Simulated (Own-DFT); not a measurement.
# Strain and stress in diamond silicon, 64 atoms (Si64)

All numbers below are calculated, not measured. They come from Own-DFT, an in-house plane-wave density functional program, since retired, whose code no person has reviewed. Each row is one single-point run on a periodic cell that was not relaxed, without spin or spin-orbit coupling.

Settings of every run: PBE; PseudoDojo norm-conserving scalar-relativistic files; cutoff 20 hartree; 3 x 3 x 3 k mesh centred on Gamma; Fermi-Dirac smearing of 0.1 eV.

Known limits: k mesh not checked against a denser one; stress not checked against mesh or cutoff.

Unstrained cell vectors in Å: (10.862, 0.000, 0.000); (0.000, 10.862, 0.000); (0.000, 0.000, 10.862). The unstrained cell has measured lattice constants (interpolated for alloys), not those of this functional. That, the random moves and any unrelaxed bonds set the pressure at no strain. Each run strains this cell uniformly, with the atoms carried along. Every atom was also moved at random, by a Gaussian of width 0.05 Å on each axis. Strain is the symmetric tensor, in per cent. Stress is positive in tension, and the pressure is minus a third of its trace.

```
run,e_xx (%),e_yy (%),e_zz (%),e_yz (%),e_xz (%),e_xy (%),s_xx (GPa),s_yy (GPa),s_zz (GPa),s_yz (GPa),s_xz (GPa),s_xy (GPa),P (GPa),E (meV/atom)
1,0.92,-1.60,-0.24,1.65,-1.61,0.10,-2.77,-5.02,-3.81,3.65,-3.60,0.01,3.87,38.8
2,0.86,-0.94,1.97,1.68,-0.57,-1.05,-0.81,-2.31,0.38,3.21,-0.69,-2.37,0.91,18.1
3,0.41,-1.86,-1.74,0.54,1.70,-0.71,-4.81,-6.73,-6.70,0.89,3.63,-1.30,6.08,46.7
4,-1.15,1.65,-0.66,0.30,0.28,0.94,-3.77,-1.25,-3.34,1.60,-0.54,2.41,2.79,20.7
5,0.33,0.41,1.89,-0.52,-0.68,-1.65,-0.78,-0.77,0.59,-0.58,-0.70,-3.16,0.32,22.7
6,-0.81,1.77,-1.49,0.74,-0.17,1.20,-3.80,-1.24,-4.37,1.65,-1.18,2.53,3.14,21.1
7,1.80,0.11,-1.20,0.47,0.62,0.10,-0.35,-2.08,-3.07,0.82,1.15,-0.10,1.83,10.5
8,1.02,-0.37,-0.76,1.65,-1.25,-0.39,-1.70,-3.12,-3.37,3.21,-3.27,-0.48,2.73,19.4
9,1.34,0.88,-0.39,1.49,0.86,-0.75,-0.12,-0.55,-1.63,2.36,2.07,-1.25,0.77,8.2
10,-1.51,-0.16,-0.73,-0.57,1.59,0.19,-6.06,-4.72,-5.12,-1.75,4.18,0.15,5.30,39.9
11,-1.46,-0.92,1.47,-0.32,1.79,1.41,-4.65,-4.18,-1.96,-0.04,3.44,3.81,3.60,27.8
12,-1.79,-1.59,-0.92,1.36,1.69,0.65,-7.81,-7.60,-6.96,2.66,4.39,0.86,7.46,58.6
13,-1.45,-0.24,0.52,-1.22,-0.43,-0.46,-4.65,-3.88,-3.08,-2.63,-0.78,-2.23,3.87,26.2
14,0.63,0.72,0.99,1.23,-0.78,-0.92,-0.37,-0.37,-0.12,2.79,-0.97,-1.88,0.29,0.0
15,-1.90,1.30,-1.75,-1.66,-1.79,0.80,-6.42,-3.50,-6.12,-3.66,-3.54,1.25,5.35,54.2
16,1.85,1.37,-1.18,-0.97,0.06,0.93,0.27,-0.21,-2.33,-1.95,0.55,1.65,0.76,16.3
17,0.43,0.25,-1.72,-0.30,0.81,-0.72,-2.71,-3.02,-4.63,-1.03,1.45,-1.47,3.45,11.1
18,-0.13,-0.43,-0.52,0.43,1.69,1.36,?,?,?,?,?,?,?,?
```

E is the free energy for each atom above the lowest run shown.

## Worked fit

Each stress component was fitted by least squares to a constant and the strains of the runs shown, as fractions, with shears doubled. Shear strains stay in the fit of a normal stress only where such slopes are resolved. The slopes, in GPa:

| stress | at no strain | per e_xx | per e_yy | per e_zz | scatter |
|---|---|---|---|---|---|
| s_xx | -2.8 | 167 ± 4 | 77 ± 5 | 71 ± 5 | 0.23 |
| s_yy | -2.8 | 74 ± 3 | 167 ± 4 | 70 ± 4 | 0.17 |
| s_zz | -2.7 | 76 ± 3 | 77 ± 4 | 159 ± 4 | 0.17 |

Each shear stress against twice its own strain: yz 104 ± 6, xz 109 ± 7, xy 109 ± 9 GPa. These are stiffnesses along x, y and z of the frame in which the cell vectors are given, which need not be the crystal's axes. The atoms are held to the strained lattice; where symmetry lets them move under strain, relaxing them would lower some slopes. The table should be nearly symmetric about its diagonal, and what it lacks of that shows the noise. A ninth of its sum, 104 ± 2 GPa, estimates the bulk modulus near the mean pressure of these runs, 3.1 GPa, so it lies above the value at zero pressure.

## Withheld run

Question: what normal stresses and pressure should run 18 give?

The fit gives s_xx = -3.7, s_yy = -4.0, s_zz = -4.0 and P = 3.9 GPa. The calculation gave -3.77, -3.99, -4.08 and P = 3.95 GPa.
